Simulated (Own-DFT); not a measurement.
# Same atoms, different arrangement: C34N2Si36, 72 atoms

All numbers below are calculated, not measured. The program, named Own-DFT, is a retired in-house plane-wave density functional code that no person has reviewed. Each row is one single-point run on a periodic cell that was not relaxed, without spin or spin-orbit coupling.

Settings of every run: PBE; PseudoDojo norm-conserving scalar-relativistic files; cutoff 42 hartree; 4 x 4 x 3 k mesh centred on Gamma; Fermi-Dirac smearing of 0.1 eV.

Known limits: not probed for a lower state with spin; forces on such cells passed a denser k mesh, each cell not checked; stress not checked against mesh or cutoff.

All cells hold the same atoms in the same cell, with vectors in Å (9.248, 0.000, 0.000); (-4.624, 8.009, 0.000); (0.000, 0.000, 10.068). Every atom was moved at random from its ideal site; u is the rms move along one axis. The defect's site can differ from row to row. E is the free energy of the cell above the lowest run. The arrangements:

- A: 4H SiC, with two N on a C site each, 3.1 Å apart
- B: 2H SiC, with two N on a C site each, 3.1 Å apart

```
arrangement   u (Å)  E (eV)  P (GPa)
          A  0.0254   0.000     2.49
          A  0.0290   0.596     2.71
          A  0.0294   0.594     2.75
          A  0.0456   3.405     3.60
          A  0.0475   4.038     3.86
          A  0.0521   4.954     4.18
          B  0.0277   1.084     2.87
          B  0.0283   1.383     2.98
          B  0.0308   1.810     3.08
          B  0.0459   3.834     3.71
          B  0.0480   5.079     4.04
          B  0.0513   6.081     4.41
```

Question: once the cost of the random moves is taken out, how do the arrangements rank?

## Worked answer

Fit E = a + b u², with one b for all and one a for each arrangement, and with residuals divided by u², since the noise grows with the moves. Then b = 2408 eV/Å², the scatter at u = 0.04 Å is 0.24 eV, and against A:

- B: 0.88 ± 0.09 eV (higher)

These are energies of unrelaxed cells. Relaxing the atoms lowers the strained arrangements most, so the gaps would shrink and small ones could change sign.
